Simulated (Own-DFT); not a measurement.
Simulation results for Hf36O71 (tetragonal hafnia with one neutral oxygen vacancy, atoms displaced)

All values are calculated (Own-DFT development build). A calculation, not a measurement: plane-wave PBE and HSE06 DFT by an unreviewed code, no spin, of a simulated cell at Gamma alone, so results move with cell size and shape, stress positive in tension, energies less offsets, not probed for a lower state with spin; hafnium file: forces about 75 meV/angstrom off all-electron values; oxygen file: force components 24 meV/angstrom off all-electron in a glass; k mesh not checked against a denser one; forces and stress are PBE's, HSE06 gives the energy alone, and its difference from PBE has offsets of its own; offsets are fitted by least squares, one for each functional and potential file, so energies compare only between cells with the same atoms and settings and are not formation energies; the far tail of each file's local potential was reset to the Coulomb form; each entry is a single point on an unrelaxed cell, so the pressure reflects the starting lattice, taken from the Materials Project, from which strain is counted, and rises with the displacements; printed positions are rounded, which can move forces by about a meV/angstrom; the program is a retired in-house code; no spin-orbit coupling.

Common to all runs: first functional PBE; second functional HSE06; exact exchange share 0.25; screening 0.11 1/bohr; exchange divergence Gygi-Baldereschi; potential files PseudoDojo norm-conserving, scalar-relativistic, made for PBE, standard set; wave cutoff 48 hartree; occupations fixed; k mesh 1 x 1 x 1 centred on Gamma.

(1) Hf36O71 (tetragonal hafnia with one neutral oxygen vacancy, atoms displaced)

```
Hf36O71
1.0
     10.7800     0.0000     0.0000
      0.0000    10.7800     0.0000
      0.0000     0.0000    10.4493
Hf O Hf O Hf O Hf O Hf O Hf O Hf O Hf O Hf O Hf O Hf O Hf O Hf O Hf O Hf O Hf O Hf O Hf O
2 4 2 4 2 4 2 4 2 4 2 4 2 4 2 4 2 4 2 4 2 4 2 4 2 3 2 4 2 4 2 4 2 4 2 4
Direct
  0.00334 0.00075 0.99917
  0.16474 0.16698 0.24736
  0.99789 0.16913 0.14818
  0.16696 0.99734 0.35238
  0.99737 0.16750 0.40376
  0.16166 0.99971 0.09971
  0.00127 0.00217 0.49943
  0.16455 0.16631 0.75222
  0.00036 0.16468 0.65119
  0.16883 0.99818 0.84547
  0.00157 0.16770 0.90077
  0.16966 0.00175 0.59335
  0.99891 0.33349 0.00033
  0.16665 0.50319 0.25143
  0.00037 0.50159 0.15498
  0.16696 0.33224 0.34795
  0.00140 0.49641 0.39999
  0.16792 0.33352 0.10216
  0.99974 0.32965 0.50344
  0.16761 0.50022 0.74923
  0.99895 0.49778 0.65329
  0.17116 0.33765 0.84321
  0.00423 0.49462 0.89615
  0.16819 0.32788 0.60186
  0.00272 0.66366 0.99929
  0.16963 0.83199 0.24580
  0.99875 0.83615 0.15202
  0.16427 0.66840 0.34884
  0.99911 0.83449 0.39987
  0.16835 0.66178 0.09915
  0.00270 0.66559 0.50000
  0.16410 0.83737 0.74732
  0.00199 0.83049 0.65299
  0.17210 0.66579 0.84364
  0.99874 0.83306 0.90585
  0.16466 0.66523 0.59562
  0.33080 0.00151 0.99710
  0.49999 0.16586 0.24552
  0.33245 0.16775 0.15290
  0.50123 0.00125 0.34324
  0.33151 0.16828 0.40006
  0.50141 0.00388 0.09525
  0.33327 0.00213 0.49962
  0.50211 0.17006 0.74773
  0.33104 0.16992 0.65127
  0.49729 0.00114 0.84715
  0.33549 0.16904 0.89641
  0.49775 0.00045 0.59834
  0.33163 0.34062 0.00195
  0.50180 0.49680 0.25172
  0.33458 0.49933 0.14762
  0.49956 0.33337 0.35306
  0.33446 0.50143 0.39895
  0.49812 0.33397 0.09812
  0.33398 0.33327 0.49654
  0.49873 0.49658 0.74695
  0.33609 0.49823 0.65158
  0.50177 0.33160 0.84966
  0.33646 0.49882 0.90228
  0.50266 0.33762 0.59324
  0.33234 0.66925 0.99877
  0.49570 0.83309 0.25206
  0.33513 0.82992 0.15099
  0.50035 0.66597 0.34886
  0.33380 0.83431 0.39915
  0.50031 0.66419 0.10102
  0.33736 0.66635 0.50450
  0.49989 0.83167 0.74590
  0.33227 0.83444 0.65137
  0.50499 0.66752 0.84777
  0.33735 0.83103 0.90621
  0.49788 0.67028 0.59606
  0.66360 0.99993 0.00060
  0.83234 0.16718 0.24881
  0.66776 0.16850 0.15295
  0.67231 0.16337 0.39795
  0.83717 0.99772 0.09591
  0.66719 0.99913 0.49993
  0.82968 0.16776 0.75287
  0.66591 0.16045 0.65233
  0.83544 0.00336 0.84761
  0.66827 0.16827 0.90245
  0.83174 0.00218 0.60200
  0.66667 0.33574 0.99972
  0.83737 0.50032 0.25182
  0.66514 0.50026 0.15557
  0.83380 0.33455 0.34732
  0.66844 0.49970 0.40101
  0.83355 0.33163 0.09776
  0.66771 0.33249 0.50218
  0.82643 0.50056 0.74672
  0.66783 0.49704 0.65321
  0.83078 0.33403 0.84817
  0.67084 0.50575 0.90199
  0.83378 0.33528 0.59871
  0.66247 0.66044 0.99752
  0.83103 0.83346 0.25169
  0.67043 0.83565 0.15165
  0.83335 0.66929 0.34871
  0.66449 0.83199 0.40249
  0.83147 0.66096 0.09570
  0.66817 0.66916 0.49948
  0.83429 0.83687 0.74862
  0.66886 0.83246 0.65121
  0.83135 0.66432 0.84565
  0.66737 0.83560 0.90200
  0.82981 0.66287 0.59831
```

| Quantity | Value |
| --- | --- |
| PBE energy of cell above offsets | -101.385 eV |
| HSE06 less PBE above offsets | -0.163 eV |
| PBE pressure | 0.41 GPa |
| PBE stress xx | -0.75 GPa |
| PBE stress yy | 0.42 GPa |
| PBE stress zz | -0.9 GPa |
| PBE stress yz | 0 GPa |
| PBE stress xz | -0.45 GPa |
| PBE stress xy | -0.03 GPa |

Force:
```tsv
element	x (eV/Å)	y (eV/Å)	z (eV/Å)
Hf	-1.556	-0.258	0.325
Hf	0.129	-0.016	0.558
O	0.422	-0.013	0.465
O	-0.033	0.469	-0.951
O	-0.212	-0.555	-0.485
O	1.475	0.054	-0.133
Hf	-0.233	-0.39	-0.352
Hf	0.663	1.143	-0.625
O	-0.406	0.021	0.256
O	0.004	0.106	0.567
O	0.36	0.256	-0.06
O	-0.519	-0.244	0.93
Hf	0.19	-0.037	0.01
Hf	0.402	-0.605	0.102
O	0.318	-0.093	-0.644
O	0.036	0.126	0.016
O	-0.022	0.499	0.437
O	-0.541	-0.027	-0.654
Hf	0.499	0.753	-0.004
Hf	-0.804	-0.211	-0.397
O	0.161	0.178	-0.288
O	-0.021	-0.943	0.823
O	0.051	0.896	1.039
O	-0.283	0.476	-0.8
Hf	-1.292	-0.123	-0.014
Hf	-1.129	0.445	0.972
O	0.462	-0.65	0.164
O	-0.043	-0.011	-0.24
O	-0.402	0.107	0.726
O	-0.231	0.391	-0.235
Hf	-0.7	-0.131	-0.472
Hf	0.524	-1.042	0.04
O	-0.445	0.245	-0.222
O	-0.187	0.678	0.451
O	0.351	-0.268	-0.544
O	0.8	-0.076	0.144
Hf	0.824	0.654	-0.221
Hf	-0.035	0.269	0.43
O	-0.192	-0.447	-0.309
O	-0.153	-0.001	0.339
O	0.204	-0.33	0.124
O	-1.016	-0.046	0.183
Hf	0	0.135	-0.51
Hf	-1.262	-1.014	0.49
O	0.83	-0.113	-0.034
O	0.126	-0.083	-0.328
O	-0.46	-0.285	1.034
O	0.305	-0.162	-0.339
Hf	-0.059	-0.947	-0.093
Hf	-0.359	0.519	-0.09
O	-0.208	-0.133	0.602
O	0.163	-0.581	-0.645
O	-0.254	0.08	0.45
O	0.482	-0.106	0.027
Hf	-0.576	-0.266	0.089
Hf	0.102	0.236	0.763
O	-0.213	0.283	-0.278
O	0.375	0.853	-0.453
O	0.198	0.816	-0.448
O	-0.287	-0.294	0.918
Hf	0.736	-0.919	0.39
Hf	1.203	-0.457	-0.205
O	-0.414	0.325	-0.306
O	-0.081	0.069	0.014
O	0.302	-0.319	0.343
O	-0.29	0.241	-0.465
Hf	-1.004	0.206	-1.294
Hf	0.383	0.651	0.838
O	-0.192	-0.266	0.13
O	-0.319	-0.493	-0.499
O	-0.213	0.85	-0.466
O	0.925	-0.154	0.657
Hf	0.997	-0.546	-0.121
Hf	-0.012	-0.461	0.331
O	-0.169	0.061	-0.328
O	0.169	0.221	0.675
O	-0.553	0.499	0.264
Hf	0.048	0.17	-0.142
Hf	0.55	-0.157	-0.206
O	0.087	0.649	-0.316
O	0.067	-0.392	-0.141
O	-0.074	-0.04	-0.018
O	0.421	-0.423	-0.991
Hf	0.111	-0.177	0.21
Hf	-0.768	0.411	0.026
O	0.409	-0.375	-0.457
O	-0.009	-0.372	-0.005
O	-0.137	-0.018	0.657
O	-0.082	0.386	-0.201
Hf	0.466	0.177	-1.287
Hf	1.768	0.307	0.604
O	-1.353	0.025	-0.472
O	-0.103	0.049	0.118
O	-0.389	-2.085	-0.438
O	-0.36	-0.432	0.036
Hf	0.665	2.089	0.892
Hf	0.56	0.771	-0.434
O	-1.072	0.129	0.409
O	-0.022	-0.568	0.042
O	0.317	0.541	0.01
O	0.619	-0.044	-0.23
Hf	0.085	-0.505	-0.496
Hf	-0.401	-0.508	0.876
O	-0.378	0.006	-0.084
O	0.453	0.701	-0.201
O	-0.006	-0.187	-0.082
O	0.744	0.183	-0.239
```

(2) Hf36O71 (tetragonal hafnia with one neutral oxygen vacancy, atoms displaced)

```
Hf36O71
1.0
     10.7800     0.0000     0.0000
      0.0000    10.7800     0.0000
      0.0000     0.0000    10.4493
Hf O Hf O Hf O Hf O Hf O Hf O Hf O Hf O Hf O Hf O Hf O Hf O Hf O Hf O Hf O Hf O Hf O Hf O
2 4 2 4 2 4 2 4 2 4 2 4 2 4 2 4 2 4 2 4 2 4 2 4 2 4 2 3 2 4 2 4 2 4 2 4
Direct
  0.00319 0.99707 0.00227
  0.16660 0.16634 0.25162
  0.00516 0.16763 0.15250
  0.16452 0.00487 0.34539
  0.99861 0.16573 0.40633
  0.16660 0.99859 0.09869
  0.99767 0.99878 0.49856
  0.16398 0.16435 0.74999
  0.00146 0.16306 0.65352
  0.16559 0.00021 0.85062
  0.00034 0.16373 0.90646
  0.16640 0.00036 0.59625
  0.00059 0.33254 0.00122
  0.16787 0.50362 0.25192
  0.00229 0.50175 0.15336
  0.16896 0.33404 0.34236
  0.00186 0.49853 0.40209
  0.16712 0.33327 0.09325
  0.00294 0.33297 0.49740
  0.16622 0.50298 0.74861
  0.00416 0.50019 0.65570
  0.16629 0.33644 0.85096
  0.00081 0.49990 0.90189
  0.16342 0.33210 0.59700
  0.99693 0.66560 0.99950
  0.16278 0.83631 0.24916
  0.00385 0.83439 0.15264
  0.16378 0.66822 0.34982
  0.00264 0.83267 0.40250
  0.16904 0.66929 0.10281
  0.00224 0.66451 0.50090
  0.16909 0.83656 0.74675
  0.00429 0.83186 0.65158
  0.16829 0.67075 0.84579
  0.00442 0.83529 0.90673
  0.17432 0.66954 0.59843
  0.32979 0.99760 0.99855
  0.50014 0.16510 0.24657
  0.33678 0.16660 0.15400
  0.49452 0.99893 0.34707
  0.33537 0.16957 0.40157
  0.49916 0.00209 0.09924
  0.33191 0.99618 0.49876
  0.49635 0.16750 0.74503
  0.33490 0.17279 0.65537
  0.50160 0.00270 0.84712
  0.32799 0.16340 0.90550
  0.50324 0.00155 0.60077
  0.33656 0.32904 0.99969
  0.49551 0.50314 0.25384
  0.33591 0.50081 0.14755
  0.50179 0.33397 0.34805
  0.33191 0.49660 0.40309
  0.49885 0.33036 0.09597
  0.33210 0.32731 0.50049
  0.49833 0.50101 0.75401
  0.33133 0.49574 0.65205
  0.50353 0.33336 0.85240
  0.33714 0.49921 0.90202
  0.49441 0.33357 0.59668
  0.33386 0.66790 0.00266
  0.50330 0.83033 0.25184
  0.33647 0.83115 0.15423
  0.50260 0.67169 0.34721
  0.33510 0.83297 0.40700
  0.49842 0.66854 0.09814
  0.33019 0.66485 0.49355
  0.49780 0.82991 0.75279
  0.33753 0.82994 0.65293
  0.50258 0.66604 0.85003
  0.33308 0.83362 0.90245
  0.49939 0.66465 0.59801
  0.66814 0.00019 0.99710
  0.83560 0.16870 0.24811
  0.66451 0.16460 0.15470
  0.82610 0.00378 0.34580
  0.66790 0.16632 0.40008
  0.83576 0.00299 0.09822
  0.66237 0.00206 0.49977
  0.83598 0.17434 0.75069
  0.83761 0.99680 0.84761
  0.66803 0.16505 0.90439
  0.82886 0.99987 0.59265
  0.66810 0.33299 0.99681
  0.83149 0.49802 0.24604
  0.66599 0.49737 0.15549
  0.83347 0.33492 0.34706
  0.66052 0.50083 0.40752
  0.83506 0.33595 0.10155
  0.66837 0.33130 0.50158
  0.83317 0.50105 0.75138
  0.67083 0.50694 0.65554
  0.83891 0.33453 0.84891
  0.66772 0.50112 0.90767
  0.83268 0.33789 0.59787
  0.66365 0.66674 0.00362
  0.83678 0.82921 0.25007
  0.66178 0.83528 0.15412
  0.83176 0.66258 0.34345
  0.66586 0.83461 0.40411
  0.83286 0.66448 0.10115
  0.66416 0.67052 0.50248
  0.83199 0.83147 0.75195
  0.66521 0.83449 0.65593
  0.82816 0.66422 0.85160
  0.66026 0.83583 0.90275
  0.83159 0.66631 0.59404
```

| Item | Value |
| --- | --- |
| PBE energy of cell above offsets | -101.133 eV |
| HSE06 less PBE above offsets | -0.150 eV |
| PBE pressure | 1.09 GPa |
| PBE stress xx | -0.46 GPa |
| PBE stress yy | -0.82 GPa |
| PBE stress zz | -1.98 GPa |
| PBE stress yz | -0.3 GPa |
| PBE stress xz | -0.46 GPa |
| PBE stress xy | -0.01 GPa |

Force:
```tsv
element	x (eV/Å)	y (eV/Å)	z (eV/Å)
Hf	-0.74	0.678	-0.245
Hf	0.854	0.908	-0.916
O	-0.688	0.064	0.267
O	0.185	-1.08	0.648
O	0.063	0.181	-0.433
O	0.359	-0.183	0.344
Hf	-0.546	0.195	0.409
Hf	0.479	1.052	0.881
O	-0.638	0.104	0.024
O	0.129	-0.193	-0.551
O	0.001	0.471	-0.411
O	0.278	-0.049	0.154
Hf	0.893	0.023	-0.061
Hf	0.098	-0.501	-0.918
O	-0.143	0.109	-0.088
O	-0.419	-0.099	0.531
O	0.211	0.287	0.295
O	0.214	0.065	0.434
Hf	-0.479	0.197	0.155
Hf	0.946	-0.432	0.958
O	-0.955	0.47	-0.697
O	-0.163	-0.602	-1.04
O	-0.178	0.556	0.341
O	0.212	-0.227	-0.128
Hf	0.93	-0.3	0.123
Hf	1.391	-0.304	-0.131
O	-1.088	-0.135	-0.004
O	0.292	0.093	0.126
O	-0.38	0.014	-0.284
O	-0.606	-0.105	-0.537
Hf	-0.079	-0.043	0.246
Hf	0.128	-0.55	0.557
O	-0.934	-0.005	0.155
O	-0.158	-0.364	0.148
O	-0.4	-1.075	-0.388
O	-1.301	-0.194	-0.263
Hf	1.242	0.34	0.711
Hf	0.094	0.213	0.469
O	-1.285	0.03	-0.173
O	0.135	0.025	0.424
O	-0.359	-1.275	0.352
O	0.047	-0.068	-0.734
Hf	0.996	0.679	-0.132
Hf	1.431	-0.023	0.811
O	-1.189	-0.454	-0.405
O	-0.32	-0.155	-0.29
O	0.139	0.229	-0.47
O	-1.063	0.595	-0.19
Hf	-0.672	0.52	-0.032
Hf	0.838	-1.128	-0.021
O	-0.527	0.167	0.816
O	-0.202	0.033	-0.353
O	0.06	0.632	-0.573
O	0.829	0.109	0.117
Hf	0.115	0.838	0.092
Hf	-0.282	-0.329	-0.66
O	0.321	0.241	0.213
O	-0.031	-0.351	-0.747
O	0.069	0.378	0.057
O	1.538	-0.26	0.357
Hf	-0.477	-0.518	-0.208
Hf	-0.626	1.564	-0.484
O	-0.77	0.13	0.21
O	-0.451	-1.22	0.44
O	-0.561	0.077	-0.436
O	0.427	-0.22	0.189
Hf	0.951	-0.24	1.156
Hf	0.735	0.76	0.157
O	-0.625	0.741	-0.159
O	-0.052	-0.027	0.115
O	0.182	-0.106	-0.167
O	-0.501	0.011	-0.021
Hf	-0.616	0.163	0.866
Hf	-0.647	-0.384	0.011
O	1.096	0.294	-0.411
O	0.92	-1.027	-0.287
O	-0.178	0.36	1.035
O	-0.055	-0.311	-0.189
Hf	0.628	-0.031	-0.541
Hf	-0.646	-1.378	-0.073
O	-0.288	0.415	-0.527
O	0.565	0.528	-0.724
O	0.511	0.186	0.444
Hf	-0.828	-0.212	1
Hf	0.138	-0.174	0.429
O	-0.613	0.307	-0.162
O	0.019	-0.186	0.262
O	0.222	0.244	0.009
O	-0.219	-0.266	-0.542
Hf	-1.005	0.358	-0.587
Hf	0.111	0.017	-0.331
O	-0.854	-0.447	0.471
O	-0.365	0.056	0.085
O	0.081	-0.27	-0.293
O	0.667	-0.729	0.323
Hf	0.048	0.299	-0.217
Hf	-1.061	0.83	0.206
O	1.768	-0.355	-0.251
O	0.317	0.707	0.423
O	0.152	-0.102	-0.109
O	-0.005	0.534	-0.434
Hf	-0.061	-0.848	-0.063
Hf	-0.065	0.5	-0.357
O	0.234	-0.387	-0.039
O	0.504	0.863	-0.136
O	0.56	-0.79	0.22
O	1.034	0.274	0.348
```
